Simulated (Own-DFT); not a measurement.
# Stretching a layer in its plane: grey tin, 32 atoms (Sn32)

Everything here is calculated. The program is Own-DFT (plane waves, in-house, since retired, never reviewed by a person); positions were held fixed, and spin and spin-orbit coupling were off.

All runs used: PBE; PseudoDojo norm-conserving scalar-relativistic files; cutoff 42 hartree; 3 x 3 x 5 k mesh centred on Gamma; cold (Marzari-Vanderbilt) smearing of 0.2 eV.

Caveats: forces on such cells failed a check on a denser k mesh; stress not checked against mesh or cutoff.

Unstrained cell vectors in Å: (12.978, 0.000, 0.000); (0.000, 12.978, 0.000); (0.000, 0.000, 6.489). The unstrained cell has measured lattice constants (interpolated for alloys), not those of this functional. That, the random moves and any unrelaxed bonds set the pressure at no strain. Each run strains x and y alike by e, as a substrate would, and holds the height along z. Each coordinate of each atom was shifted by a normal deviate of width 0.05 Å. Stress is positive in tension.

```
e (%),u (Å),(s_xx + s_yy)/2 (GPa),s_zz (GPa)
-2.50,0.043,-6.75,-6.07
-2.00,0.047,?,?
-1.50,0.051,-5.43,-5.00
-1.00,0.056,-4.85,-4.74
-0.50,0.044,-4.10,-3.99
0.25,0.052,-3.37,-3.38
1.75,0.052,-1.77,-2.27
2.25,0.051,-1.38,-2.06
2.50,0.047,-1.06,-1.71
3.00,0.050,-0.66,-1.39
```

## Worked fit

With e as a fraction, the in-plane stress is -3.6 + 113 e - 494 e² GPa (errors 1 and 70, scatter 0.05), and s_zz is -3.7 + 86 e - 415 e² GPa (slope ± 2, scatter 0.11). At e = 0 the first slope is C11 + C12 and the second 2 C12, both with the ions held to the strained lattice and at the cell's own pressure. The term in e² is negative: the layer stiffens under compression and softens under tension. A free layer would change its height as e changes, and the in-plane slope would drop by 2 C12²/C11 to the biaxial modulus. At fixed height, a misfit of 1 % moves the in-plane stress by about 1.1 GPa and s_zz by 0.9 GPa.

## Check

The question: what are the two stresses at e = -2.00 %?

From the fit: -6.1 and -5.6 GPa. DFT gave -6.11 and -5.53 GPa.
